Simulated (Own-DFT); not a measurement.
Hf$_{36}$O$_{71}$ (tetragonal hafnia with one neutral oxygen vacancy, atoms displaced) (calculated)

All values are calculated (Own-DFT development build). A calculation, not a measurement: plane-wave PBE and HSE06 DFT by an unreviewed code, no spin, of a simulated cell at Gamma alone, so results move with cell size and shape, stress positive in tension, energies less offsets, not probed for a lower state with spin; hafnium file: forces about 75 meV/angstrom off all-electron values; oxygen file: force components 24 meV/angstrom off all-electron in a glass; k mesh not checked against a denser one; forces and stress are PBE's, HSE06 gives the energy alone, and its difference from PBE has offsets of its own; offsets are fitted by least squares, one for each functional and potential file, so energies compare only between cells with the same atoms and settings and are not formation energies; the far tail of each file's local potential was reset to the Coulomb form; each entry is a single point on an unrelaxed cell, so the pressure reflects the starting lattice, taken from the Materials Project, from which strain is counted, and rises with the displacements; printed positions are rounded, which can move forces by about a meV/angstrom; the program is a retired in-house code; no spin-orbit coupling.

Common to all runs: first functional PBE; second functional HSE06; exact exchange share 0.25; screening 0.11 1/bohr; exchange divergence Gygi-Baldereschi; potential files PseudoDojo norm-conserving, scalar-relativistic, made for PBE, standard set; wave cutoff 48 hartree; occupations fixed; k mesh 1 x 1 x 1 centred on Gamma.

(1) Hf$_{36}$O$_{71}$ (tetragonal hafnia with one neutral oxygen vacancy, atoms displaced)

```xyz
107
Lattice="10.7800 0.0000 0.0000 0.0000 10.7800 0.0000 0.0000 0.0000 10.4493" Properties=species:S:1:pos:R:3 Hf36O71
Hf     0.0132    10.7776    10.4431
Hf     1.8372     1.8476     2.5952
O      0.0024     1.7111     1.5642
O      1.7926    10.7390     3.6019
O     10.7449     1.7073     4.2173
O      1.9068    10.7608     1.0022
Hf    10.7265     0.0276     5.2662
Hf     1.7718     1.8231     7.7942
O      0.1242     1.8402     6.8148
O      1.8232     0.0658     8.8059
O      0.0647     1.7966     9.3641
O      1.7912     0.0214     6.2444
Hf     0.0105     3.5936    10.3789
Hf     1.7622     5.3857     2.5260
O     10.7787     5.4038     1.5594
O      1.7519     3.5999     3.6501
O      0.0844     5.4818     4.3012
Hf     0.0086     3.5336     5.1755
Hf     1.7890     5.4091     7.7934
O     10.7588     5.3319     6.8511
O      1.8765     3.6210     8.8139
O     10.6968     5.3730     9.4204
O      1.8185     3.5810     6.1923
Hf    10.7529     7.0922     0.0626
Hf     1.7652     8.9783     2.5627
O      0.0151     8.9732     1.4967
O      1.7329     7.2772     3.6084
O     10.6948     8.9409     4.0461
O      1.8093     7.1839     0.9716
Hf    10.6784     7.2068     5.2300
Hf     1.7724     8.9909     7.8393
O      0.1004     9.0583     6.8272
O      1.7430     7.2537     8.8626
O     10.7793     8.8967     9.4169
O      1.7997     7.1644     6.2306
Hf     3.6624     0.0272    10.4072
Hf     5.3877     1.7586     2.6566
O      3.6404     1.7443     1.6586
O      5.4220     0.0439     3.6116
O      3.5917     1.8139     4.2088
O      5.3507    10.7083     1.0018
Hf     3.5811    10.6881     5.2517
Hf     5.3840     1.8351     7.8306
O      3.5755     1.8348     6.7949
O      5.4362    10.7643     8.7709
O      3.5990     1.8449     9.4455
O      5.3527    10.7191     6.2328
Hf     3.5978     3.5585    10.4394
Hf     5.4448     5.3710     2.6007
O      3.5536     5.3284     1.5625
O      5.3153     3.5732     3.6244
O      3.5653     5.4417     4.1909
O      5.3601     3.5761     0.9541
Hf     3.6205     3.6787     5.1225
Hf     5.5019     5.4373     7.8029
O      3.5675     5.3682     6.7591
O      5.3910     3.6560     8.8780
O      3.6313     5.3682     9.4152
O      5.3458     3.5397     6.2279
Hf     3.5512     7.1731    10.3924
Hf     5.3867     8.9425     2.6017
O      3.5732     8.8987     1.5660
O      5.4024     7.2141     3.6166
O      3.5972     8.9109     4.0966
O      5.4430     7.1881     0.9527
Hf     3.4677     7.1812     5.2582
Hf     5.3625     8.9773     7.8005
O      3.6810     8.9372     6.8423
O      5.4159     7.1516     8.8701
O      3.5859     8.9876     9.3932
O      5.3208     7.2162     6.2697
Hf     7.2476     0.0077     0.0032
Hf     9.0498     1.8973     2.6291
O      7.1635     1.8211     1.5272
O      9.0222    10.6939     3.6478
O      7.1440     1.8261     4.1921
O      8.9288    10.7797     1.1058
Hf     7.1953     0.0926     5.1820
Hf     8.9640     1.8917     7.7226
O      7.1998     1.8334     6.8611
O      8.9710    10.7173     8.8162
O      7.0979     1.7728     9.3999
O      9.0597     0.0272     6.2835
Hf     7.2044     3.6409     0.0161
Hf     9.0090     5.4316     2.5949
O      7.2626     5.3798     1.5783
O      8.9991     3.6403     3.6151
O      7.1825     5.3827     4.2182
O      9.0245     3.5659     0.9988
Hf     7.0843     3.6644     5.2212
Hf     9.1123     5.2686     7.9201
O      7.2000     5.3966     6.8846
O      8.9357     3.5300     8.8561
O      7.2639     5.3265     9.4427
O      8.9510     3.5275     6.3201
Hf     7.0932     7.2153     0.0419
Hf     8.9520     8.9997     2.5867
O      7.1906     8.9492     1.5781
O      8.9587     7.0801     3.5678
O      7.1148     8.9774     4.2692
O      9.0636     7.2198     1.0607
Hf     7.1743     7.2517     5.2470
Hf     9.0129     8.9191     7.7930
O      7.1736     9.0068     6.7269
O      8.9792     7.2142     8.8008
O      7.2235     8.9591     9.4238
O      8.9826     7.1669     6.2467
```

It finds PBE energy of cell above offsets -97.546 eV; HSE06 less PBE above offsets 0.049 eV; PBE pressure 2.14 GPa; PBE stress xx -2.49 GPa; PBE stress yy -1.27 GPa; PBE stress zz -2.68 GPa; PBE stress yz 0.55 GPa; PBE stress xz 0.62 GPa; PBE stress xy 0.04 GPa.

Force:
```tsv
element	x (eV/Å)	y (eV/Å)	z (eV/Å)
Hf	0.319	-1.052	-0.255
Hf	0.478	-1.983	0.197
O	0.409	0.666	0.249
O	0.048	0.713	0.099
O	-0.398	1.971	-0.711
O	-1.274	0.279	-0.584
Hf	1.681	-2.118	-1.089
Hf	2.409	-0.108	0.611
O	-3.135	0.221	-1.537
O	-0.263	-1.203	0.38
O	-0.465	0.538	0.791
O	0.466	-0.406	-0.421
Hf	0.63	-1.434	0.694
Hf	1.014	1.13	1.373
O	0.204	-0.625	-0.073
O	-0.398	0.19	-1.094
O	-0.41	-1.975	-0.817
Hf	0.805	0.95	0.989
Hf	1.573	-0.045	0.079
O	0.701	-0.026	-0.43
O	-0.951	0.497	0.633
O	0.21	-0.698	-0.24
O	-0.697	0.512	-0.419
Hf	0.461	2.568	-1.155
Hf	0.381	0.736	-0.105
O	-0.564	0.567	0.267
O	0.394	-1.752	-0.073
O	-0.25	0.099	1.966
O	-0.467	-0.79	0.463
Hf	1.709	1.082	-1.156
Hf	1.133	0.973	1.108
O	-1.944	-0.693	-1.174
O	0.621	-1.984	-0.367
O	0.156	1.289	0.107
O	-1.891	0.128	0.836
Hf	-0.837	-0.626	-0.198
Hf	0.343	0.275	-1.142
O	-0.825	0.823	-0.772
O	0.169	-1.436	0.472
O	-0.211	-0.504	0.048
O	1.262	0.139	0.088
Hf	-0.513	1.019	-0.912
Hf	-0.666	-0.026	0.628
O	0.513	-0.46	0.525
O	-0.63	0.37	0.453
O	0.522	-0.886	-0.126
O	0.924	0.661	-0.607
Hf	-0.233	1.326	-0.31
Hf	-0.942	0.527	-0.158
O	0.554	-0.018	0.509
O	0.658	1.141	0.027
O	0.099	0.127	-0.882
O	0.823	0.654	0.98
Hf	-1.013	-1.385	1.554
Hf	-2.426	-0.454	1.022
O	0.433	0.166	0.424
O	0.245	-0.505	-0.858
O	-0.71	0.571	0.19
O	0.876	0.536	-0.133
Hf	0.288	0.425	-0.084
Hf	-1.116	0.84	-0.196
O	0.853	-0.289	-0.073
O	0.619	-1.601	-0.478
O	0.309	1.013	1.459
O	-2.431	-0.556	1.631
Hf	1.791	0.244	-1.143
Hf	1.757	0.076	0.758
O	-2.952	0.372	-1.273
O	0.334	0.406	0.064
O	0.281	-0.15	0.14
O	1.103	-0.713	-0.565
Hf	-0.791	0.102	-0.97
Hf	-1.097	-1.926	-1.169
O	0.581	-0.009	1.247
O	-1.007	2.071	0.441
O	0.596	0.935	0.074
O	1.111	-0.104	-0.654
Hf	-0.409	-1.799	0.957
Hf	0.747	-2.425	1.393
O	-0.946	-0.572	-1.443
O	0.259	1.119	0.501
O	0.568	0.57	0.413
O	-1.652	0.518	-0.391
Hf	-0.992	-1.953	-0.345
Hf	-0.089	-0.648	-0.49
O	-1.05	-0.131	0.244
O	0.57	-0.065	0.651
O	-0.635	0.102	-0.161
O	0.466	-0.179	0.172
Hf	0.735	-0.721	0.717
Hf	-2.313	2.154	-0.324
O	1.319	-0.361	-1.295
O	0.518	-0.009	0.854
O	-0.149	1.584	0.102
O	0.418	0.351	-1.292
Hf	2.977	0.186	-2.124
Hf	1.65	-0.398	-0.349
O	-0.416	-0.269	0.186
O	-0.376	2.091	1.483
O	0.552	0.734	-1.126
O	-1.768	-0.529	-0.155
Hf	-1.115	-0.082	0.423
Hf	-0.554	0.878	1.044
O	0.707	-0.4	0.818
O	0.272	-1.652	0.226
O	-0.324	0.057	0.322
O	-0.317	0.461	-0.182
```

(2) Hf$_{36}$O$_{71}$ (tetragonal hafnia with one neutral oxygen vacancy, atoms displaced)

```xyz
107
Lattice="10.7800 0.0000 0.0000 0.0000 10.7800 0.0000 0.0000 0.0000 10.4493" Properties=species:S:1:pos:R:3 Hf36O71
Hf     0.0237     0.0048     0.0275
Hf     1.8106     1.8162     2.6385
O     10.7048     1.7873     1.5747
O      1.8105    10.7563     3.6710
O     10.7505     1.7921     4.1603
O      1.8398     0.0029     1.0191
Hf    10.7666     0.0629     5.2037
Hf     1.8446     1.7836     7.8704
O      0.0143     1.8285     6.7748
O      1.8067     0.0045     8.8307
O     10.7198     1.7672     9.3658
O      1.7384     0.0808     6.2336
Hf    10.7687     3.6214    10.4081
Hf     1.8248     5.4201     2.6439
O     10.7296     5.4184     1.6020
O      1.7469     3.6513     3.6432
O      0.0909     5.3736     4.1995
O      1.8278     3.5589     1.0424
Hf     0.0084     3.5949     5.2286
Hf     1.7784     5.4582     7.8365
O      0.0692     5.3979     6.7575
O      1.7960     3.5877     8.8395
O     10.7694     5.3643     9.3821
O      1.8103     3.5886     6.2708
Hf    10.7792     7.2061    10.3650
Hf     1.7428     8.9646     2.6402
O     10.7748     8.9745     1.6504
O      1.8006     7.2191     3.6012
O      0.0137     8.9357     4.1886
O      1.7238     7.2031     1.0049
Hf    10.7642     7.1984     5.2386
Hf     1.7912     9.0732     7.8416
O     10.7775     9.0177     6.8196
O      1.7892     7.2128     8.8485
O     10.7150     8.9601     9.4577
O      1.8095     7.2118     6.2004
Hf     3.6458     0.0038    10.4379
Hf     5.3508     1.7761     2.6227
O      3.5584     1.7886     1.6108
O      5.4259    10.7381     3.6271
O      3.6146     1.8230     4.1625
O      5.3691     0.0183     1.0012
Hf     3.5726    10.7719     5.2191
Hf     5.4247     1.8237     7.8107
O      3.6422     1.8488     6.8886
O      5.3516     0.0248     8.8582
O      3.5677     1.7940     9.4152
O      5.3858    10.7749     6.2412
Hf     3.6658     3.5965     0.0282
Hf     5.3719     5.3571     2.6512
O      3.5784     5.4193     1.5515
O      5.4290     3.5735     3.6617
O      3.5893     5.3733     4.1538
O      5.3728     3.6170     0.9960
Hf     3.5399     3.6020     5.2159
Hf     5.3714     5.4380     7.8665
O      3.5447     5.4283     6.7895
O      5.4209     3.6119     8.8480
O      3.6146     5.3950     9.3903
Hf     3.6446     7.1624     0.0196
Hf     5.4146     8.9832     2.5901
O      3.6136     9.0147     1.5660
O      5.3903     7.2039     3.6772
O      3.6269     8.9562     4.1977
O      5.3778     7.2171     0.9851
Hf     3.6083     7.1936     5.2309
Hf     5.3752     9.0368     7.8574
O      3.6622     8.9305     6.8711
O      5.4566     7.1918     8.8254
O      3.6070     9.0183     9.3980
O      5.4144     7.2167     6.2889
Hf     7.2034     0.0068    10.4342
Hf     9.0063     1.8061     2.6138
O      7.1959     1.7924     1.6207
O      9.0079    10.7466     3.6348
O      7.1746     1.8389     4.1887
O      8.9726    10.7680     1.0393
Hf     7.1439     0.0170     5.1570
Hf     9.0183     1.8388     7.8433
O      7.1845     1.8236     6.8358
O      9.0162    10.7344     8.8267
O      7.1997     1.7511     9.4220
O      9.0060    10.7491     6.2151
Hf     7.1649     3.5789    10.4237
Hf     8.9921     5.3649     2.5914
O      7.1130     5.4130     1.5959
O      8.9723     3.5860     3.6429
O      7.1654     5.3257     4.2093
O      8.9796     3.6244     1.0666
Hf     7.1564     3.5768     5.2540
Hf     9.0399     5.3524     7.8288
O      7.2085     5.4738     6.8840
O      8.9729     3.5229     8.8593
O      7.2236     5.4329     9.3732
O      8.9696     3.6081     6.2294
Hf     7.1720     7.1696    10.4188
Hf     8.9939     8.9802     2.6244
O      7.2410     9.0325     1.6106
O      9.0073     7.2339     3.6049
O      7.1235     9.0316     4.1887
O      8.9857     7.1694     1.0058
Hf     7.1684     7.1480     5.1870
Hf     9.0228     8.9984     7.8041
O      7.1763     8.9859     6.7808
O      8.9871     7.1854     8.8654
O      7.1819     8.9877     9.4911
O      8.9779     7.2076     6.2435
```

The calculation gives: PBE energy of cell above offsets -100.583 eV; HSE06 less PBE above offsets -0.129 eV; PBE pressure 0.87 GPa; PBE stress xx -0.21 GPa; PBE stress yy -1 GPa; PBE stress zz -1.39 GPa; PBE stress yz -0.22 GPa; PBE stress xz -0.03 GPa; PBE stress xy 0 GPa.

Force:
```tsv
element	x (eV/Å)	y (eV/Å)	z (eV/Å)
Hf	-0.774	0.079	0.247
Hf	-0.851	-0.055	-0.612
O	1.738	-0.066	-0.304
O	0.128	0.667	-0.213
O	0.389	0.495	0.078
O	-0.838	0.231	-0.157
Hf	-0.837	-1.051	-0.169
Hf	-0.541	1.172	-0.423
O	-0.181	0.084	0.165
O	-0.345	0.057	0.631
O	0.49	0.361	0.743
O	1.749	-0.476	0.406
Hf	0.642	-0.827	0.935
Hf	-1.211	0.3	-0.809
O	1.196	-0.56	-0.269
O	0.452	-1.417	0.108
O	-0.719	0.686	0.189
O	-0.566	0.118	-0.391
Hf	0.08	0.039	-0.144
Hf	0.688	-0.863	-0.073
O	-1.082	-0.043	0.408
O	-0.332	0.448	0.201
O	-0.097	0.161	-0.166
O	-0.072	-0.283	-0.593
Hf	-0.721	-0.64	1.445
Hf	0.759	0.33	-0.772
O	0.052	0.462	-0.882
O	0.394	-0.752	0.391
O	0.268	1.011	0.541
O	1.325	-0.122	-0.201
Hf	0.01	-0.206	-0.468
Hf	0.443	-1.57	-0.408
O	0.838	-0.268	0.025
O	-0.221	0.383	-0.189
O	0.72	1.194	-0.408
O	-0.21	0.195	0.256
Hf	-0.533	-0.427	0.111
Hf	0.869	-0.249	0.011
O	0.816	0.256	-0.093
O	-0.507	1.246	-0.039
O	-0.352	-0.497	0.61
O	0.788	0.234	0.395
Hf	0.187	-0.353	-0.242
Hf	-0.006	-0.279	0.499
O	-0.446	0.032	-1.228
O	0.232	0.248	0.005
O	0.103	0.484	0.57
O	-0.463	0.311	-0.193
Hf	-2.13	-0.102	-1.096
Hf	0.214	0.501	0.124
O	0.511	0.01	0.141
O	-0.499	0.103	-0.247
O	-0.015	0.151	0.242
O	0.767	-0.309	0.701
Hf	0.753	0.314	0.671
Hf	0.176	-0.002	-1.037
O	0.83	-0.376	-0.004
O	0.116	-0.23	-0.128
O	0.158	-0.043	0.397
Hf	-1.429	0.899	-0.223
Hf	0.095	-0.329	-0.12
O	-0.361	-0.374	0.424
O	0.182	-0.785	-0.64
O	-0.187	0.854	0.572
O	0.416	0.047	0.541
Hf	0.528	-0.151	0.267
Hf	1.497	-0.579	-0.233
O	-2.042	0.672	-0.979
O	-0.526	0.523	0.813
O	-0.069	-0.751	0.402
O	-0.446	-0.561	-0.764
Hf	0.352	-0.71	0.704
Hf	-0.721	-0.324	0.229
O	-0.665	0.268	-0.355
O	-0.092	0.841	0.09
O	-0.062	-0.607	0.377
O	0.543	0.209	-0.653
Hf	0.794	-0.58	0.867
Hf	0.241	-2.005	-0.672
O	0.198	0.39	-0.45
O	-0.283	0.968	0.153
O	-0.078	0.997	0.082
O	-0.605	0.418	-0.151
Hf	0.692	0.29	0.181
Hf	-0.348	0.433	-0.108
O	0.568	-0.173	-0.026
O	0.421	0.3	0.006
O	0.031	0.854	0.137
O	-0.39	0.113	-0.978
Hf	-0.432	-0.116	-0.028
Hf	-0.808	1.002	-0.117
O	-0.185	-0.771	-0.66
O	-0.015	1.642	0.554
O	-0.014	-1.492	0.851
O	0.309	0.232	0.462
Hf	1.008	0.395	0.341
Hf	-0.091	0.228	-0.366
O	-1.207	-0.271	-0.055
O	-0.464	-1.556	0.608
O	0.329	-1.096	0.082
O	-0.236	-0.017	-0.333
Hf	-0.097	0.905	0.823
Hf	-1.365	-0.341	-0.13
O	0.254	0.256	0.667
O	0.284	-0.285	-0.667
O	-0.185	0.173	-0.523
O	0.33	-0.338	-0.29
```

(3) Hf$_{36}$O$_{71}$ (tetragonal hafnia with one neutral oxygen vacancy, atoms displaced)

```xyz
107
Lattice="10.7800 0.0000 0.0000 0.0000 10.7800 0.0000 0.0000 0.0000 10.4493" Properties=species:S:1:pos:R:3 Hf36O71
Hf     0.0875     0.0027    10.4397
Hf     1.8489     1.7755     2.6067
O     10.7388     1.8034     1.6583
O      1.8308     0.0156     3.5980
O     10.7066     1.7788     4.1692
O      1.8189    10.7112     1.0454
Hf     0.0150    10.7771     5.2393
Hf     1.8256     1.8494     7.8748
O     10.7637     1.7955     6.8342
O      1.7835     0.0010     8.8353
O     10.7665     1.8031     9.4136
O      1.7574     0.0104     6.2202
Hf     0.0237     3.5956     0.0015
Hf     1.8368     5.3463     2.6574
O      0.0103     5.3303     1.5792
O      1.7798     3.6057     3.6723
O      0.0095     5.3632     4.1717
O      1.8115     3.6026     1.0115
Hf     0.0483     3.6084     5.2543
Hf     1.7876     5.3412     7.8420
O      0.0246     5.3939     6.8066
O      1.7643     3.5610     8.9072
O     10.7566     5.4030     9.4077
O      1.8093     3.6143     6.2921
Hf    10.7513     7.2376     0.0094
Hf     1.7991     8.9875     2.5806
O      0.0209     9.0041     1.6250
O      1.7564     7.1588     3.6398
O     10.7673     8.9582     4.1973
O      1.8179     7.1838     1.0008
Hf     0.0457     7.1489     5.2637
Hf     1.8025     8.9948     7.8296
O     10.7610     8.9817     6.8241
O      1.7829     7.2582     8.8768
O      0.0140     8.9876     9.4485
O      1.7749     7.1722     6.2770
Hf     3.5607    10.7524    10.4249
Hf     5.4246     1.8188     2.5909
O      3.6059     1.8157     1.6196
O      5.4029    10.7596     3.6379
O      3.6624     1.7989     4.2272
O      5.4249     0.0563     0.9903
Hf     3.5691     0.0504     5.2817
Hf     5.3421     1.7915     7.8243
O      3.6426     1.7572     6.7957
O      5.3463    10.7337     8.8042
O      3.5778     1.7660     9.4477
O      5.3935     0.0135     6.2292
Hf     3.6282     3.6550    10.4169
Hf     5.4455     5.4021     2.5780
O      3.5816     5.3779     1.5601
O      5.3806     3.5489     3.6951
O      3.5797     5.4170     4.1951
O      5.3688     3.5472     0.9913
Hf     3.5946     3.5862     5.2534
Hf     5.3618     5.3654     7.8575
O      3.6186     5.3683     6.8146
O      5.3459     3.5314     8.8569
O      3.6146     5.3838     9.4600
O      5.3608     3.6036     6.2174
Hf     3.5278     7.1771     0.0224
Hf     5.3524     8.9853     2.6132
O      3.6104     9.0046     1.5658
O      3.5572     8.9618     4.2290
O      5.4039     7.1750     1.0456
Hf     3.6417     7.2046     5.1867
Hf     5.3939     9.0415     7.8104
O      3.5304     9.0455     6.8376
O      5.3719     7.1906     8.8462
O      3.6004     8.9372     9.3812
O      5.4257     7.1437     6.2656
Hf     7.1694     0.0005    10.4135
Hf     8.9889     1.7773     2.5955
O      7.2135     1.7779     1.5651
O      9.0033     0.0161     3.5858
O      7.1863     1.8270     4.1596
O      9.0034    10.7747     1.0406
Hf     7.1581    10.7544     5.2324
Hf     9.0038     1.8043     7.8802
O      7.2087     1.8081     6.8016
O      8.9634    10.7318     8.9223
O      7.1931     1.7924     9.4583
O      9.0287     0.0026     6.1984
Hf     7.1823     3.6044     0.0583
Hf     8.9750     5.3561     2.5896
O      7.1504     5.3971     1.5912
O      8.9855     3.5937     3.6463
O      7.1721     5.4486     4.2374
O      8.9113     3.5956     1.0226
Hf     7.2448     3.5932     5.2243
Hf     8.9627     5.3870     7.8534
O      7.2228     5.4036     6.8428
O      9.0106     3.5773     8.8915
O      7.1666     5.4045     9.3997
O      8.9836     3.6024     6.2898
Hf     7.1904     7.1553    10.4463
Hf     8.9781     9.0352     2.6183
O      7.2047     8.9754     1.5784
O      8.9237     7.1413     3.6072
O      7.2023     9.0068     4.2296
O      8.9787     7.1673     1.0100
Hf     7.1995     7.1306     5.2578
Hf     8.9593     8.9674     7.8145
O      7.2016     9.0261     6.8113
O      8.9927     7.2063     8.8168
O      7.2551     8.9935     9.3980
O      8.9594     7.1890     6.2226
```

Results for Hf$_{36}$O$_{71}$ (tetragonal hafnia with one neutral oxygen vacancy, atoms displaced): PBE energy of cell above offsets -100.651 eV; HSE06 less PBE above offsets -0.136 eV; PBE pressure 0.95 GPa; PBE stress xx -1.37 GPa; PBE stress yy 0 GPa; PBE stress zz -1.49 GPa; PBE stress yz -0.22 GPa; PBE stress xz -0.14 GPa; PBE stress xy -0.01 GPa.

Force:
```tsv
element	x (eV/Å)	y (eV/Å)	z (eV/Å)
Hf	-2.192	-0.211	0.122
Hf	-0.81	0.679	0.261
O	1.866	0.145	-1.288
O	0.102	-0.221	0.263
O	0.759	0.551	1.123
O	0.095	0.615	-0.272
Hf	-0.986	-0.16	-0.949
Hf	-0.848	-1.184	-0.546
O	0.97	0.342	0.183
O	0.14	0.537	0.478
O	0.412	-0.303	0.423
O	0.79	0.35	0.427
Hf	-0.729	0.596	0.555
Hf	-0.734	0.621	-0.482
O	-0.041	0.078	0.166
O	0.327	-1.054	0.168
O	-0.053	0.073	0.668
O	0.15	-0.313	-0.015
Hf	-1.296	-0.632	-0.869
Hf	-0.134	1.641	-0.02
O	-0.272	-0.254	0.081
O	0.275	0.773	-0.21
O	0.42	-0.057	0.263
O	0.228	-0.347	0.47
Hf	0.312	-0.65	-0.228
Hf	-0.174	-0.549	1.088
O	-0.164	-0.341	-0.592
O	0.193	0.339	-0.269
O	0.194	0.211	0.363
O	-0.99	0.224	0.572
Hf	-0.664	0.557	-0.996
Hf	-0.814	-0.606	-0.021
O	0.46	-0.082	0.058
O	0.207	-1.717	-0.16
O	0.046	0.347	0.193
O	0.977	-0.074	-0.08
Hf	1.266	-0.422	0.159
Hf	0.292	-0.634	0.569
O	-0.289	-0.31	-0.172
O	-0.149	0.23	-0.315
O	-0.813	0.041	0.065
O	-1.244	-0.269	-0.229
Hf	0.175	-0.798	-1.013
Hf	1.957	-0.199	0.079
O	-1.577	0.212	0.124
O	0.131	1.216	0.652
O	-0.223	0.409	-0.421
O	-0.314	-0.243	0.36
Hf	-0.506	-1.324	1.071
Hf	-1.57	0.322	1.283
O	0.705	-0.13	0.33
O	0.102	1.303	-1.202
O	0.303	-0.384	0.077
O	0.421	0.292	0.557
Hf	0.855	0.583	-0.994
Hf	0.799	0.704	-0.29
O	-0.816	-0.067	0.439
O	-0.175	0.841	-0.023
O	-0.271	0.408	-0.975
O	0.793	-0.03	0.627
Hf	1.274	0.498	-0.561
Hf	1.187	-0.328	0.148
O	-0.093	-0.086	-0.007
O	0.526	0.514	-0.323
O	-0.411	-0.142	0.134
Hf	-0.457	-0.42	0.548
Hf	-0.129	-1.761	0.028
O	1.355	-0.062	-0.616
O	0.226	-0.01	-0.173
O	-0.167	0.877	0.775
O	-0.914	0.363	-0.698
Hf	1.463	-0.265	0.652
Hf	-0.43	-0.065	0.645
O	-0.547	0.374	0.104
O	-0.3	-0.36	0.556
O	0.015	-0.517	0.541
O	0.162	-0.068	-0.556
Hf	0.916	0.741	-0.516
Hf	-0.551	-0.721	-0.156
O	-0.514	0.026	0.458
O	0.36	0.897	-1.083
O	-0.193	0.416	-0.427
O	-0.861	0.008	0.414
Hf	0.115	-0.847	-1.166
Hf	0.988	0.615	0.511
O	0.634	-0.313	-0.412
O	-0.425	0.439	0.093
O	-0.771	-1.499	-0.832
O	1.199	0.29	0.139
Hf	-0.576	-0.616	-0.126
Hf	0.566	-0.189	0.054
O	-0.928	-0.271	-0.134
O	-0.18	0.441	-0.104
O	0.111	-0.741	0.443
O	0.598	0.181	-0.281
Hf	-0.305	1.384	-0.238
Hf	-0.218	-0.68	0.236
O	-0.792	0	0.3
O	0.264	0.357	-0.295
O	-0.341	-0.913	-0.174
O	0.093	-0.197	-0.29
Hf	0.405	1.459	-0.528
Hf	0.205	0.764	0.248
O	-0.577	0.168	-0.119
O	0.076	-0.547	0.454
O	-0.803	-0.729	0.258
O	0.877	-0.143	0.393
```
